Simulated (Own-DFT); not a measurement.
Simulation results for Si$_{3}$N$_{4}$ (beta silicon nitride, atoms displaced)

Computed with Own-DFT development build. A calculation, not a measurement: plane-wave PBE density functional theory by an unreviewed code, no spin, of a simulated periodic cell, stress positive in tension, free energy of the whole cell less one offset for each atom, forces on such cells passed a denser k mesh, this cell's mesh not checked; offsets are fitted by least squares, one for each functional and potential file, so energies compare only between cells with the same atoms and settings and are not formation energies; the far tail of each file's local potential was reset to the Coulomb form; each entry is a single point on an unrelaxed cell, so the pressure reflects the starting lattice, mostly measured values (interpolated for alloys), from which strain is counted, and rises with the displacements; printed positions are rounded, which can move forces by about a meV/angstrom; the program, named Own-DFT, is a retired in-house code; no spin-orbit coupling.

Settings shared by all entries: functional PBE; potential files PseudoDojo norm-conserving, scalar-relativistic, standard set; wave cutoff 42 hartree; occupations Fermi-Dirac; smearing width 0.1 eV; k mesh 3 x 3 x 3 centred on Gamma.

(1) Si$_{3}$N$_{4}$ (beta silicon nitride, atoms displaced)

```cif
# cell vector a (Å): 7.6060 0.0000 0.0000
# cell vector b (Å): -3.8030 6.5870 0.0000
# cell vector c (Å): 0.0000 0.0000 8.7270
data_Si3N4
_symmetry_space_group_name_H-M 'P 1'
_symmetry_Int_Tables_number 1
_cell_length_a 7.6060
_cell_length_b 7.6060
_cell_length_c 8.7270
_cell_angle_alpha 90.000
_cell_angle_beta 90.000
_cell_angle_gamma 120.000
_cell_volume 437.23
loop_
_atom_site_label
_atom_site_type_symbol
_atom_site_fract_x
_atom_site_fract_y
_atom_site_fract_z
_atom_site_occupancy
Si1 Si 0.17610 0.76888 0.08186 1
Si2 Si 0.24480 0.40911 0.07285 1
Si3 Si 0.58747 0.81257 0.08520 1
Si4 Si 0.83050 0.22913 0.25231 1
Si5 Si 0.76237 0.58825 0.24679 1
Si6 Si 0.41255 0.17815 0.24596 1
N1 N 0.34042 0.03135 0.07890 1
N2 N 0.97128 0.30096 0.07928 1
N3 N 0.71349 0.67873 0.08375 1
N4 N 0.66635 0.96094 0.25111 1
N5 N 0.01835 0.70527 0.24899 1
N6 N 0.31380 0.33978 0.24005 1
N7 N 0.33865 0.67141 0.07952 1
N8 N 0.67185 0.32748 0.23888 1
Si7 Si 0.18244 0.77925 0.42444 1
Si8 Si 0.23647 0.40923 0.41139 1
Si9 Si 0.59370 0.81532 0.41951 1
Si10 Si 0.82294 0.21954 0.58182 1
Si11 Si 0.76097 0.60140 0.58043 1
Si12 Si 0.41418 0.18008 0.58154 1
N9 N 0.33674 0.03173 0.41329 1
N10 N 0.97101 0.29620 0.41205 1
N11 N 0.69728 0.67190 0.40803 1
N12 N 0.66602 0.97102 0.58408 1
N13 N 0.02982 0.69719 0.58596 1
N14 N 0.29982 0.32601 0.58184 1
N15 N 0.33799 0.66416 0.41074 1
N16 N 0.65610 0.33416 0.57557 1
Si13 Si 0.16862 0.76117 0.74704 1
Si14 Si 0.22397 0.39349 0.75163 1
Si15 Si 0.60637 0.83443 0.74272 1
Si16 Si 0.83216 0.24532 0.91767 1
Si17 Si 0.77442 0.59491 0.91730 1
Si18 Si 0.40483 0.17484 0.91884 1
N17 N 0.33112 0.02084 0.75012 1
N18 N 0.98252 0.31709 0.75290 1
N19 N 0.71233 0.66994 0.75120 1
N20 N 0.67012 0.97958 0.92233 1
N21 N 0.04043 0.69464 0.91101 1
N22 N 0.28736 0.31899 0.91770 1
N23 N 0.33222 0.65603 0.74328 1
N24 N 0.66487 0.32862 0.92255 1
```

* free energy of cell above offsets: -4.636 eV
* pressure: 6.9 GPa
* stress xx: -8.39 GPa
* stress yy: -6.15 GPa
* stress zz: -6.16 GPa
* stress yz: 0.29 GPa
* stress xz: -0.36 GPa
* stress xy: -0.67 GPa

Force:
```tsv
element	x (eV/Å)	y (eV/Å)	z (eV/Å)
Si	-0.468	0.061	0.638
Si	-3.631	0.667	2.891
Si	1.09	3.953	-0.73
Si	-0.298	-1.371	-2.639
Si	0.969	-0.565	-0.067
Si	0.379	-1.033	-0.254
N	-0.847	-0.742	1.355
N	1.658	0.92	1.675
N	-0.597	-0.774	-1.346
N	0.209	0.878	0.611
N	3.364	1.16	0.597
N	-0.093	-0.235	1.287
N	-1.07	-2.237	0.024
N	-1.036	1.037	0.965
Si	-0.642	-2.285	-2.251
Si	0.197	-1.11	0.305
Si	-2.015	2.615	-1.918
Si	-0.434	4.304	0.191
Si	2.685	-1.681	-0.741
Si	-2.281	-2.974	0.747
N	-0.158	1.111	0.288
N	0.658	0.119	1.83
N	1.746	-1.394	2.042
N	0.639	-1.022	-1.645
N	-1.41	-0.224	-1.713
N	-0.728	0.122	-0.273
N	-1.802	0.714	0.518
N	4.407	1.696	0.303
Si	2.836	0.522	0.081
Si	2.264	2.443	-1.585
Si	-1.809	-2.228	4.831
Si	0.366	-2.122	0.137
Si	0.907	-0.437	0.366
Si	0.995	-1.305	-1.664
N	-0.273	1.969	-0.461
N	-4.028	-2.778	-1.499
N	-2.153	1.527	-0.166
N	0.801	-1.551	-1.791
N	-2.193	-0.737	2.012
N	2.108	-0.737	-2.162
N	0.919	1.478	0.082
N	-1.23	2.247	-0.87
```

(2) Si$_{3}$N$_{4}$ (beta silicon nitride, atoms displaced)

```cif
# cell vector a (Å): 7.6060 0.0000 0.0000
# cell vector b (Å): -3.8030 6.5870 0.0000
# cell vector c (Å): 0.0000 0.0000 8.7270
data_Si3N4
_symmetry_space_group_name_H-M 'P 1'
_symmetry_Int_Tables_number 1
_cell_length_a 7.6060
_cell_length_b 7.6060
_cell_length_c 8.7270
_cell_angle_alpha 90.000
_cell_angle_beta 90.000
_cell_angle_gamma 120.000
_cell_volume 437.23
loop_
_atom_site_label
_atom_site_type_symbol
_atom_site_fract_x
_atom_site_fract_y
_atom_site_fract_z
_atom_site_occupancy
Si1 Si 0.19878 0.78118 0.08121 1
Si2 Si 0.20786 0.39265 0.08114 1
Si3 Si 0.59913 0.82511 0.09084 1
Si4 Si 0.82452 0.21993 0.26397 1
Si5 Si 0.76315 0.59616 0.25766 1
Si6 Si 0.41074 0.17852 0.25037 1
N1 N 0.32746 0.03729 0.08144 1
N2 N 0.96631 0.29241 0.08644 1
N3 N 0.69115 0.66139 0.08371 1
N4 N 0.67637 0.96202 0.25995 1
N5 N 0.01925 0.69727 0.25056 1
N6 N 0.30642 0.34182 0.24751 1
N7 N 0.33988 0.66633 0.07780 1
N8 N 0.66730 0.34349 0.23851 1
Si7 Si 0.16039 0.75764 0.41566 1
Si8 Si 0.23685 0.40159 0.40951 1
Si9 Si 0.57992 0.81635 0.41442 1
Si10 Si 0.82716 0.22768 0.58860 1
Si11 Si 0.75915 0.58911 0.57659 1
Si12 Si 0.41166 0.17281 0.57960 1
N9 N 0.33507 0.03546 0.40614 1
N10 N 0.96422 0.29661 0.41022 1
N11 N 0.70623 0.66795 0.41244 1
N12 N 0.66853 0.97756 0.58389 1
N13 N 0.03299 0.69116 0.58682 1
N14 N 0.31247 0.35145 0.58400 1
N15 N 0.34060 0.66809 0.42048 1
N16 N 0.65934 0.31881 0.58473 1
Si13 Si 0.16528 0.77305 0.75331 1
Si14 Si 0.23349 0.40668 0.75038 1
Si15 Si 0.59187 0.81904 0.74652 1
Si16 Si 0.81281 0.21489 0.92527 1
Si17 Si 0.76503 0.60059 0.92351 1
Si18 Si 0.40864 0.16526 0.92277 1
N17 N 0.33585 0.04280 0.74428 1
N18 N 0.97189 0.29637 0.75216 1
N19 N 0.70730 0.65810 0.75112 1
N20 N 0.66560 0.96768 0.92338 1
N21 N 0.03589 0.69743 0.91479 1
N22 N 0.31022 0.32848 0.90688 1
N23 N 0.33204 0.66616 0.74767 1
N24 N 0.67608 0.34592 0.91726 1
```

- free energy of cell above offsets: -2.921 eV
- pressure: 8.36 GPa
- stress xx: -5.43 GPa
- stress yy: -8.49 GPa
- stress zz: -11.15 GPa
- stress yz: 0.86 GPa
- stress xz: -0.52 GPa
- stress xy: -3.41 GPa

Force:
```tsv
element	x (eV/Å)	y (eV/Å)	z (eV/Å)
Si	-3.348	-2.775	0.179
Si	5.522	2.33	-1.402
Si	-0.23	-0.871	-0.998
Si	-3.298	1.032	-5.036
Si	1.861	-1.114	-4.745
Si	-0.543	1.682	-1.354
N	0.456	-1.228	2.365
N	-2.874	-1.911	0.972
N	-0.319	1.371	1.756
N	-0.47	0.744	-2
N	2.571	1.247	-0.909
N	0.691	-1.324	-1.466
N	-0.535	-0.457	0.77
N	1.66	-2.839	1.19
Si	1.702	1.369	-0.062
Si	-1.824	1.041	2.533
Si	3.166	1.987	2.684
Si	0.083	1.639	-0.371
Si	2.429	-1.642	2.257
Si	-2.429	0.414	-0.543
N	-0.482	-2.292	2.297
N	3.156	1.703	4.681
N	-3.447	1.9	2.995
N	0.465	-3.504	-0.386
N	-2.109	-0.325	-1.348
N	1.658	-2.123	-1.862
N	-4.132	-2.332	-0.781
N	1.636	3.359	-0.697
Si	2.951	0.634	-1.324
Si	-0.279	0.198	0.078
Si	0.117	-0.019	0.656
Si	0.167	4.414	-1.944
Si	2.946	-1.297	-0.999
Si	0.054	4.198	-4.069
N	-0.227	-3.051	1.671
N	-0.603	-0.72	0.838
N	-2.993	2.566	-1.095
N	0.001	-2.3	-0.74
N	-1.232	0.388	2.642
N	-1.791	0.26	2.78
N	-0.423	0.932	0.349
N	0.294	-3.286	0.436
```

(3) Si$_{3}$N$_{4}$ (beta silicon nitride, atoms displaced)

```cif
# cell vector a (Å): 7.6060 0.0000 0.0000
# cell vector b (Å): -3.8030 6.5870 0.0000
# cell vector c (Å): 0.0000 0.0000 8.7270
data_Si3N4
_symmetry_space_group_name_H-M 'P 1'
_symmetry_Int_Tables_number 1
_cell_length_a 7.6060
_cell_length_b 7.6060
_cell_length_c 8.7270
_cell_angle_alpha 90.000
_cell_angle_beta 90.000
_cell_angle_gamma 120.000
_cell_volume 437.23
loop_
_atom_site_label
_atom_site_type_symbol
_atom_site_fract_x
_atom_site_fract_y
_atom_site_fract_z
_atom_site_occupancy
Si1 Si 0.18336 0.77805 0.08594 1
Si2 Si 0.22647 0.40053 0.07965 1
Si3 Si 0.60314 0.83748 0.07403 1
Si4 Si 0.82411 0.22809 0.25057 1
Si5 Si 0.78704 0.59745 0.25434 1
Si6 Si 0.40298 0.16507 0.26415 1
N1 N 0.33220 0.03079 0.08624 1
N2 N 0.97632 0.30694 0.08821 1
N3 N 0.70336 0.66836 0.07987 1
N4 N 0.67122 0.96782 0.24830 1
N5 N 0.02957 0.69784 0.25981 1
N6 N 0.29674 0.33018 0.25654 1
N7 N 0.33646 0.67610 0.08406 1
N8 N 0.66299 0.32607 0.25209 1
Si7 Si 0.17336 0.77454 0.41184 1
Si8 Si 0.23111 0.40115 0.41956 1
Si9 Si 0.60787 0.83443 0.41718 1
Si10 Si 0.82485 0.22707 0.57792 1
Si11 Si 0.77217 0.60080 0.57571 1
Si12 Si 0.40269 0.17527 0.58191 1
N9 N 0.33717 0.03127 0.41857 1
N10 N 0.97696 0.30342 0.42228 1
N11 N 0.69699 0.66874 0.41040 1
N12 N 0.67595 0.98722 0.59631 1
N13 N 0.02870 0.70967 0.58261 1
N14 N 0.30519 0.34063 0.58538 1
N15 N 0.33088 0.66262 0.40712 1
N16 N 0.67387 0.34154 0.58948 1
Si13 Si 0.16368 0.77132 0.73966 1
Si14 Si 0.24022 0.41706 0.75317 1
Si15 Si 0.59730 0.83026 0.74791 1
Si16 Si 0.83311 0.23530 0.92013 1
Si17 Si 0.77248 0.59789 0.92493 1
Si18 Si 0.40871 0.17647 0.91917 1
N17 N 0.32647 0.01298 0.76213 1
N18 N 0.98067 0.31851 0.75409 1
N19 N 0.68976 0.65711 0.74690 1
N20 N 0.68224 0.96001 0.91805 1
N21 N 0.04002 0.70231 0.91016 1
N22 N 0.31051 0.34940 0.92841 1
N23 N 0.33152 0.66382 0.74365 1
N24 N 0.64879 0.32148 0.90828 1
```

* free energy of cell above offsets: -2.900 eV
* pressure: 8.27 GPa
* stress xx: -5.65 GPa
* stress yy: -9.46 GPa
* stress zz: -9.69 GPa
* stress yz: 1.3 GPa
* stress xz: 2.61 GPa
* stress xy: -3.25 GPa

Force:
```tsv
element	x (eV/Å)	y (eV/Å)	z (eV/Å)
Si	-0.275	-1.721	-1.51
Si	0.547	3.371	4.382
Si	-0.498	-4.449	4.145
Si	0.549	0.674	0.832
Si	-5.246	-2.265	-1.898
Si	-0.955	3.53	-5.028
N	-0.383	1.226	1.274
N	-2.189	-1.132	-0.333
N	-0.26	0.844	3.167
N	0.444	1.015	0
N	1.767	1.268	-3.179
N	1.29	-1.466	-1.366
N	1.138	-1.169	-0.148
N	0.694	1.338	0.173
Si	3.056	-1.441	3.115
Si	-0.103	2.041	-0.401
Si	-2.629	-1.543	0.197
Si	0.069	5.088	2.781
Si	-1.088	-1.28	2.128
Si	1.339	1.06	2.931
N	-0.368	-1.598	2.25
N	-1.676	-1.224	-1.63
N	0.881	0.318	0.763
N	0.131	-4.316	-2.995
N	-0.207	0.258	-2.884
N	1.254	-1.805	0.525
N	0.203	2.146	0.985
N	-0.606	-1.522	-1.184
Si	3.134	-2.286	2.713
Si	-0.005	-1.017	0.531
Si	-0.299	-2.719	1.076
Si	-1.331	-0.085	-1.446
Si	0.94	-1.42	-4.023
Si	-3.138	-1.671	0.496
N	-0.291	4.832	-2.335
N	-0.832	-1.585	-0.51
N	0.036	1.3	0.25
N	0.007	4.293	-2.818
N	-2.191	-0.983	2.485
N	2.286	-2.447	-4.199
N	-0.384	3.357	-0.267
N	5.187	3.184	0.954
```

(4) Si$_{3}$N$_{4}$ (beta silicon nitride, atoms displaced)

```cif
# cell vector a (Å): 7.6060 0.0000 0.0000
# cell vector b (Å): -3.8030 6.5870 0.0000
# cell vector c (Å): 0.0000 0.0000 8.7270
data_Si3N4
_symmetry_space_group_name_H-M 'P 1'
_symmetry_Int_Tables_number 1
_cell_length_a 7.6060
_cell_length_b 7.6060
_cell_length_c 8.7270
_cell_angle_alpha 90.000
_cell_angle_beta 90.000
_cell_angle_gamma 120.000
_cell_volume 437.23
loop_
_atom_site_label
_atom_site_type_symbol
_atom_site_fract_x
_atom_site_fract_y
_atom_site_fract_z
_atom_site_occupancy
Si1 Si 0.18825 0.79123 0.07924 1
Si2 Si 0.22519 0.40755 0.07903 1
Si3 Si 0.59603 0.82209 0.08120 1
Si4 Si 0.82449 0.22464 0.24638 1
Si5 Si 0.78026 0.60304 0.24612 1
Si6 Si 0.40137 0.17894 0.24292 1
N1 N 0.32280 0.03062 0.08429 1
N2 N 0.96865 0.29545 0.08148 1
N3 N 0.70016 0.65862 0.08302 1
N4 N 0.67821 0.96533 0.25260 1
N5 N 0.02281 0.69497 0.25666 1
N6 N 0.28426 0.33521 0.25023 1
N7 N 0.33455 0.67108 0.07494 1
N8 N 0.67108 0.34085 0.24789 1
Si7 Si 0.17635 0.77651 0.41673 1
Si8 Si 0.23650 0.40156 0.41454 1
Si9 Si 0.58916 0.81813 0.41586 1
Si10 Si 0.82979 0.21776 0.57544 1
Si11 Si 0.76855 0.58937 0.58092 1
Si12 Si 0.41618 0.17829 0.58062 1
N9 N 0.32982 0.02938 0.42679 1
N10 N 0.96002 0.29253 0.41556 1
N11 N 0.69811 0.65610 0.40827 1
N12 N 0.66755 0.96836 0.58765 1
N13 N 0.03476 0.69136 0.58476 1
N14 N 0.29833 0.31946 0.58033 1
N15 N 0.33930 0.67592 0.40261 1
N16 N 0.65765 0.32218 0.58208 1
Si13 Si 0.17026 0.76581 0.75150 1
Si14 Si 0.23408 0.40577 0.75075 1
Si15 Si 0.59413 0.84295 0.74548 1
Si16 Si 0.83493 0.23051 0.92342 1
Si17 Si 0.77168 0.57914 0.91775 1
Si18 Si 0.40507 0.16791 0.92194 1
N17 N 0.33099 0.03502 0.74169 1
N18 N 0.97839 0.31579 0.73901 1
N19 N 0.69811 0.66359 0.74938 1
N20 N 0.67453 0.97141 0.91268 1
N21 N 0.03730 0.70260 0.92335 1
N22 N 0.30456 0.32711 0.91461 1
N23 N 0.34152 0.67198 0.75062 1
N24 N 0.66455 0.34737 0.92413 1
```

* free energy of cell above offsets: -2.996 eV
* pressure: 8.7 GPa
* stress xx: -4.19 GPa
* stress yy: -12.42 GPa
* stress zz: -9.48 GPa
* stress yz: -0.76 GPa
* stress xz: -0.57 GPa
* stress xy: -4.51 GPa

Force:
```tsv
element	x (eV/Å)	y (eV/Å)	z (eV/Å)
Si	-0.551	-6.897	2.15
Si	1.562	0.996	-0.372
Si	1.087	-0.798	0.096
Si	-1.453	0.894	1.269
Si	-1.877	-2.173	-0.016
Si	0.794	1.676	3.604
N	0.518	3.328	0.406
N	0.444	0.298	1.164
N	-1.557	1.8	-0.931
N	-0.36	0.041	-1.386
N	4.216	2.768	-1.849
N	3.302	-2.317	-2.817
N	-0.266	0.305	0.317
N	-0.285	-2.458	-0.421
Si	0.399	-1.667	0.544
Si	-2.83	1.719	2.592
Si	1.952	0.222	0.351
Si	-2.666	2.484	1.994
Si	0.036	-0.601	0.545
Si	-2.106	-0.916	0.89
N	-0.224	0.797	-4.201
N	2.664	1.136	-1.675
N	-1.953	1.668	2.333
N	0.464	-0.042	-3.613
N	-1.19	-0.104	-0.547
N	-1.541	1.502	0.227
N	-1.207	-2.436	0.871
N	4.277	2.516	0.012
Si	1.257	0.697	-0.511
Si	1.212	0.834	-1.331
Si	2.02	-4.585	2.253
Si	-2.533	0.756	-4.244
Si	-2.25	7.729	-1.083
Si	0.086	1.932	-3.736
N	0.222	-1.59	3.275
N	-0.887	-1.448	2.414
N	-0.218	0.915	0.015
N	-0.087	1.025	1.642
N	-0.73	-0.265	-1.22
N	-1.66	0.245	1.159
N	-1.213	-0.723	-0.126
N	3.134	-9.262	-0.044
```

(5) Si$_{3}$N$_{4}$ (beta silicon nitride, atoms displaced)

```cif
# cell vector a (Å): 7.6060 0.0000 0.0000
# cell vector b (Å): -3.8030 6.5870 0.0000
# cell vector c (Å): 0.0000 0.0000 8.7270
data_Si3N4
_symmetry_space_group_name_H-M 'P 1'
_symmetry_Int_Tables_number 1
_cell_length_a 7.6060
_cell_length_b 7.6060
_cell_length_c 8.7270
_cell_angle_alpha 90.000
_cell_angle_beta 90.000
_cell_angle_gamma 120.000
_cell_volume 437.23
loop_
_atom_site_label
_atom_site_type_symbol
_atom_site_fract_x
_atom_site_fract_y
_atom_site_fract_z
_atom_site_occupancy
Si1 Si 0.17795 0.78670 0.09212 1
Si2 Si 0.23421 0.40074 0.08562 1
Si3 Si 0.60471 0.82028 0.08061 1
Si4 Si 0.80812 0.22579 0.25354 1
Si5 Si 0.75749 0.58625 0.24540 1
Si6 Si 0.39077 0.16437 0.24732 1
N1 N 0.31529 0.01791 0.08041 1
N2 N 0.96631 0.30308 0.07939 1
N3 N 0.69841 0.66612 0.07505 1
N4 N 0.66713 0.97123 0.24566 1
N5 N 0.02411 0.70087 0.24598 1
N6 N 0.28756 0.31864 0.25059 1
N7 N 0.33123 0.67311 0.08680 1
N8 N 0.66229 0.33083 0.24727 1
Si7 Si 0.16747 0.76625 0.42719 1
Si8 Si 0.23676 0.40386 0.41885 1
Si9 Si 0.59134 0.82229 0.40867 1
Si10 Si 0.83288 0.24322 0.58693 1
Si11 Si 0.77042 0.59803 0.58663 1
Si12 Si 0.38920 0.16898 0.58202 1
N9 N 0.35069 0.05324 0.42171 1
N10 N 0.96392 0.30786 0.42451 1
N11 N 0.69346 0.67190 0.41532 1
N12 N 0.67679 0.97565 0.58583 1
N13 N 0.02121 0.68968 0.58347 1
N14 N 0.30424 0.32617 0.58165 1
N15 N 0.34644 0.66528 0.41574 1
N16 N 0.65597 0.31861 0.58021 1
Si13 Si 0.18336 0.77864 0.75013 1
Si14 Si 0.21149 0.37412 0.75771 1
Si15 Si 0.58944 0.81681 0.75607 1
Si16 Si 0.82185 0.21899 0.91618 1
Si17 Si 0.76463 0.58558 0.90869 1
Si18 Si 0.40454 0.18031 0.91268 1
N17 N 0.32443 0.01943 0.75722 1
N18 N 0.97117 0.30018 0.74646 1
N19 N 0.70691 0.66736 0.75294 1
N20 N 0.66351 0.96375 0.90924 1
N21 N 0.03074 0.69730 0.91718 1
N22 N 0.29194 0.32784 0.91869 1
N23 N 0.33235 0.66744 0.74165 1
N24 N 0.67503 0.32953 0.92460 1
```

* free energy of cell above offsets: -2.148 eV
* pressure: 8.77 GPa
* stress xx: -8.27 GPa
* stress yy: -9.84 GPa
* stress zz: -8.21 GPa
* stress yz: -0.5 GPa
* stress xz: 0.29 GPa
* stress xy: 2.33 GPa

Force:
```tsv
element	x (eV/Å)	y (eV/Å)	z (eV/Å)
Si	0.106	-8.702	-2.644
Si	-3.985	2.662	0.541
Si	-4.024	1.015	-0.159
Si	3.206	1.695	-0.493
Si	0.803	0.974	0.853
Si	1.761	1.165	-0.013
N	0.628	8.666	-0.096
N	0.838	-0.779	1.338
N	0.919	-1.186	0.631
N	0.385	-1.069	-0.299
N	-0.138	0.364	2.845
N	0.486	-0.098	0.017
N	1.981	-1.074	-0.024
N	-2.474	-0.408	-0.23
Si	2.085	0.292	-3.415
Si	-2.403	0.496	-0.162
Si	0.705	3.145	2.76
Si	-2.187	-3.01	-0.692
Si	-1.653	-2.763	-1.847
Si	4.47	0.616	3.168
N	-1.049	-6.342	-2.792
N	2.233	0.755	-2.742
N	2.442	-1.539	-0.299
N	0.222	-1.517	-0.345
N	1.461	1.513	1.19
N	-2.996	1.105	1.912
N	-4.466	-0.86	0.156
N	-0.706	3.098	1.012
Si	-0.775	-5.586	1.537
Si	0.602	5.275	-3.544
Si	-0.231	0.265	-4.101
Si	0.493	1.2	0.038
Si	3.09	0.492	2.328
Si	2.096	-1.37	1.286
N	-0.504	5.354	-1.701
N	-1.359	-0.988	2.206
N	-2.021	0.644	-1.17
N	0.658	0.372	2.646
N	-0.256	0.45	-0.07
N	2.198	-1.15	0.668
N	0.474	-2.376	0.561
N	-3.116	-0.798	-0.85
```

(6) Si$_{3}$N$_{4}$ (beta silicon nitride, atoms displaced)

```cif
# cell vector a (Å): 7.6060 0.0000 0.0000
# cell vector b (Å): -3.8030 6.5870 0.0000
# cell vector c (Å): 0.0000 0.0000 8.7270
data_Si3N4
_symmetry_space_group_name_H-M 'P 1'
_symmetry_Int_Tables_number 1
_cell_length_a 7.6060
_cell_length_b 7.6060
_cell_length_c 8.7270
_cell_angle_alpha 90.000
_cell_angle_beta 90.000
_cell_angle_gamma 120.000
_cell_volume 437.23
loop_
_atom_site_label
_atom_site_type_symbol
_atom_site_fract_x
_atom_site_fract_y
_atom_site_fract_z
_atom_site_occupancy
Si1 Si 0.16980 0.76684 0.07557 1
Si2 Si 0.22506 0.40926 0.07813 1
Si3 Si 0.59455 0.81436 0.08296 1
Si4 Si 0.81587 0.22696 0.24721 1
Si5 Si 0.76829 0.58354 0.25132 1
Si6 Si 0.39886 0.16864 0.25213 1
N1 N 0.32160 0.00970 0.08620 1
N2 N 0.96118 0.30175 0.07877 1
N3 N 0.69366 0.66121 0.07615 1
N4 N 0.67161 0.98080 0.24813 1
N5 N 0.02604 0.69344 0.25335 1
N6 N 0.30266 0.32561 0.25563 1
N7 N 0.32058 0.66771 0.08105 1
N8 N 0.66535 0.33184 0.23624 1
Si7 Si 0.17049 0.77027 0.41753 1
Si8 Si 0.22662 0.40440 0.41212 1
Si9 Si 0.58868 0.82253 0.41482 1
Si10 Si 0.81654 0.22919 0.58402 1
Si11 Si 0.77292 0.60624 0.57834 1
Si12 Si 0.41158 0.17418 0.57735 1
N9 N 0.33817 0.04240 0.42328 1
N10 N 0.97004 0.29853 0.41995 1
N11 N 0.69107 0.66751 0.42402 1
N12 N 0.67317 0.98084 0.58012 1
N13 N 0.04271 0.69561 0.57484 1
N14 N 0.29483 0.33325 0.57188 1
N15 N 0.33141 0.66070 0.42464 1
N16 N 0.67485 0.33815 0.57680 1
Si13 Si 0.17442 0.76237 0.76342 1
Si14 Si 0.24110 0.41315 0.75547 1
Si15 Si 0.60624 0.83196 0.73810 1
Si16 Si 0.82814 0.22959 0.90879 1
Si17 Si 0.77967 0.60055 0.91868 1
Si18 Si 0.41136 0.18121 0.91762 1
N17 N 0.32665 0.02156 0.74905 1
N18 N 0.96700 0.29739 0.74566 1
N19 N 0.70356 0.66261 0.75221 1
N20 N 0.66813 0.96443 0.91044 1
N21 N 0.03350 0.70026 0.91987 1
N22 N 0.29872 0.33680 0.91305 1
N23 N 0.33599 0.66209 0.74658 1
N24 N 0.65880 0.32438 0.91291 1
```

* free energy of cell above offsets: -3.531 eV
* pressure: 8.15 GPa
* stress xx: -7.3 GPa
* stress yy: -9.67 GPa
* stress zz: -7.47 GPa
* stress yz: -0.25 GPa
* stress xz: -0.15 GPa
* stress xy: 0.79 GPa

Force:
```tsv
element	x (eV/Å)	y (eV/Å)	z (eV/Å)
Si	-0.077	-1.169	4.286
Si	0.389	-0.848	1.712
Si	-2.56	2.399	-0.988
Si	2.131	2.791	0.871
Si	-1.585	1.313	0.198
Si	1.123	-0.196	-1.063
N	-0.294	5.618	-0.341
N	1.133	0.132	0.294
N	0.894	-0.138	2.481
N	0.062	-5.151	-0.192
N	0.091	0.703	-1.245
N	-1.846	1.135	-3.017
N	3.559	-0.892	0.27
N	-1.296	-1.029	0.707
Si	2.794	0.809	-1.427
Si	-0.281	-0.241	0.774
Si	-0.681	1.141	-0.101
Si	2.677	2.685	-1.003
Si	2.839	-2.048	1.922
Si	-1.532	2.58	3.877
N	0.025	-4.081	-3.623
N	-1.69	-0.711	-1.835
N	0.578	0.266	-3.187
N	-0.094	-3.319	-0.795
N	-3.409	-0.718	4.383
N	2.289	-1.218	3.697
N	-0.752	2.177	-1.369
N	-2.352	0.779	0.156
Si	1.619	0.676	-5.147
Si	-1.482	-1.703	-4.91
Si	-1.026	-1.546	2.432
Si	-1.251	-1.068	0.783
Si	-1.319	-2.709	-1.321
Si	-1.613	-2.897	-0.367
N	-0.181	1.851	0.573
N	1.125	0.823	0.618
N	-0.654	1.414	-1.1
N	0.459	-0.059	0.762
N	-1.783	-1.144	-0.843
N	1.873	-1.559	2.455
N	0.018	2.314	0.546
N	2.081	2.835	0.077
```
